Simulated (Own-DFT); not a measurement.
# Which defects push the lattice out? D0_22 TiAl3

Everything here is calculated. The program is Own-DFT (plane waves, in-house, since retired, never reviewed by a person); positions were held fixed, and spin and spin-orbit coupling were off.

Common settings: PBE; PseudoDojo norm-conserving scalar-relativistic files; cutoff 42 hartree; 4 x 4 x 4 k mesh centred on Gamma; cold (Marzari-Vanderbilt) smearing of 0.2 eV.

Known weak points: forces on such cells failed a check on a denser k mesh; stress not checked against mesh or cutoff.

All runs share one cell, with vectors in Å (-2.365, -6.981, 4.326); (-7.667, 3.491, 1.442); (-2.950, -3.488, -7.241) and a volume of 625.4 Å³. u is the rms random offset of the atoms per axis. The defect's site can differ from row to row.

```
cell,formula,u (Å),P (GPa)
no defect,Al30Ti10,0.0206,1.98
no defect,Al30Ti10,0.0495,2.56
no defect,Al30Ti10,0.0521,2.66
two Al vacancies,Al28Ti10,0.0275,1.15
two Al vacancies,Al28Ti10,0.0368,1.38
two Al vacancies,Al28Ti10,0.0539,1.62
two Al on a Ti site each,Al32Ti8,0.0318,2.97
two Al on a Ti site each,Al32Ti8,0.0483,3.20
two Al on a Ti site each,Al32Ti8,0.0498,3.34
one Ti vacancy,Al30Ti9,0.0266,1.78
one Ti vacancy,Al30Ti9,0.0294,1.84
one Ti vacancy,Al30Ti9,0.0476,?
one Ti vacancy,Al30Ti9,0.0500,2.29
two Ti on an Al site each,Al28Ti12,0.0259,3.26
two Ti on an Al site each,Al28Ti12,0.0307,3.09
two Ti on an Al site each,Al28Ti12,0.0473,3.50
```

## Fit

P = P0 + c u² + a shift for each defect gives P0 = 1.94 GPa, c = 249 ± 24 GPa/Å² and a scatter of 0.08 GPa. The shifts, and each times the cell's volume:

- two Ti on an Al site each: 1.03 ± 0.07 GPa, 4.0 eV (2.0 eV for each of its 2 sites)
- two Al on a Ti site each: 0.75 ± 0.06 GPa, 2.9 eV (1.5 eV for each of its 2 sites)
- one Ti vacancy: -0.30 ± 0.06 GPa, -1.2 eV
- two Al vacancies: -0.97 ± 0.06 GPa, -3.8 eV (-1.9 eV for each of its 2 sites)

Positive is outwards. The product with the volume (160.2 GPa Å³ to the eV) is nearly free of the cell's size; divided by the bulk modulus at the cell's pressure it gives the volume that the defect adds. The atoms around the defects weren't relaxed, which would change these numbers.

## Check

The question: what pressure belongs in the blank (one Ti vacancy, u = 0.0476 Å)?

From the fit: 2.20 ± 0.09 GPa. The hidden result is 2.10 GPa.
